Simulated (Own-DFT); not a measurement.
# Misfit strain and the stress it brings: diamond-structure SiGeSn with randomly placed atoms, 64 atoms (Ge52Si8Sn4)

The numbers are computed, not measured, by runs of the plane-wave DFT program Own-DFT (in-house, retired, unreviewed) at fixed positions, with no spin and no spin-orbit coupling.

Common settings: PBE; PseudoDojo norm-conserving scalar-relativistic files; cutoff 49 hartree; 3 x 3 x 3 k mesh centred on Gamma; Fermi-Dirac smearing of 0.1 eV.

Known weak points: forces on such cells moved up to 12 meV/angstrom on a denser k mesh; stress not checked against mesh or cutoff.

Unstrained cell vectors in Å: (11.363, 0.000, 0.000); (0.000, 11.363, 0.000); (0.000, 0.000, 11.363). The unstrained cell has measured lattice constants (interpolated for alloys), not those of this functional. That, the random moves and any unrelaxed bonds set the pressure at no strain. Each run strains x and y alike by e, as a substrate would, and holds the height along z. Random moves of width 0.05 Å per axis were added to every atom. The random placing of the alloy's atoms differs from row to row. Stress is positive in tension.

| e (%) | u (Å) | (s_xx + s_yy)/2 (GPa) | s_zz (GPa) |
|---|---|---|---|
| -2.75 | 0.049 | -10.30 | -8.26 |
| -2.25 | 0.047 | ? | ? |
| -1.75 | 0.050 | -7.99 | -6.58 |
| -1.00 | 0.050 | -6.55 | -5.68 |
| -0.75 | 0.055 | -5.87 | -5.51 |
| 0.50 | 0.050 | -3.53 | -3.89 |
| 0.75 | 0.050 | -3.39 | -3.77 |
| 2.00 | 0.049 | -1.18 | -2.44 |
| 2.25 | 0.053 | -0.90 | -2.35 |
| 3.00 | 0.047 | 0.21 | -1.54 |

## What the rows give

With e as a fraction, the in-plane stress is -4.5 + 184 e - 888 e² GPa (errors 2 and 121, scatter 0.11), and s_zz is -4.5 + 115 e - 634 e² GPa (slope ± 2, scatter 0.11). At e = 0 the first slope is C11 + C12 and the second 2 C12, both with the ions held to the strained lattice and at the cell's own pressure. The term in e² is negative: the layer stiffens under compression and softens under tension. A free layer would change its height as e changes, and the in-plane slope would drop by 2 C12²/C11 to the biaxial modulus. At fixed height, a misfit of 1 % moves the in-plane stress by about 1.8 GPa and s_zz by 1.2 GPa.

## Prediction

Question: what are the two stresses at e = -2.25 %?

The fitted form gives -9.1 and -7.4 GPa. DFT gave -8.96 and -7.46 GPa.
